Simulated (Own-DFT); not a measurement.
# Two functionals across a range of volumes: C49 TiSi2, 60 atoms (Si40Ti20)

Source: density functional calculations with Own-DFT, an unreviewed in-house program that is no longer used. Nothing was measured or relaxed, and spin and spin-orbit coupling are left out.

Keep in mind: forces on such cells moved up to 12 meV/angstrom on a denser k mesh; stress not checked against mesh or cutoff.

Each geometry was run with PBE and with PBEsol, otherwise alike: PseudoDojo norm-conserving scalar-relativistic files made for PBE; cutoff 42 hartree; 4 x 4 x 4 k mesh centred on Gamma; cold (Marzari-Vanderbilt) smearing of 0.2 eV. Unstrained cell vectors in Å: (5.295, -6.759, 3.565); (7.060, 0.000, -7.130); (5.295, 6.759, 3.565). Each has a uniform strain, of which the change of volume is shown, and random moves of rms u per axis.

```
run  volume change (%)   u (Å)  P with PBE (GPa)  P with PBEsol (GPa)
  1               2.06  0.0486              0.56                -2.68
  2              -3.70  0.0533              8.97                 5.49
  3              -5.05  0.0500             11.85                 8.31
  4              -1.01  0.0475              5.05                 1.69
  5              -0.49  0.0503              5.02                 1.68
  6              -0.14  0.0495              3.44                 0.11
  7               2.22  0.0492              0.12                -3.12
  8               4.02  0.0495             -2.19                -5.36
  9              -1.58  0.0509              6.18                 2.79
 10               1.48  0.0496              1.70                -1.56
 11               1.88  0.0529              1.08                    ?
```

Asked: by how much does PBEsol shrink this cell, and what belongs in the blank?

## Working it out

Write v for the change of volume as a fraction. Fitted to v and u², the PBE pressure has a slope of -153 ± 5 GPa in v, with the ions held to the strained lattice. The difference PBEsol less PBE is -3.33 + 4.1 v GPa (slope ± 0.1) and averages -3.34 GPa. Divided by the mean slope of the two, 151 GPa, that makes PBEsol's volume at a given pressure, near 2 GPa, about 2.2 % smaller, or 0.74 % in lengths. At one volume PBEsol's slope is the smaller by 4 GPa, but its pressure there is lower too. If stiffness rises by about 4 GPa for each GPa, PBEsol at equal pressure is stiffer by about 9 GPa. Files made for PBEsol would give a different shift.

For run 11 the line gives -2.17 GPa. Computed: -2.17 GPa.
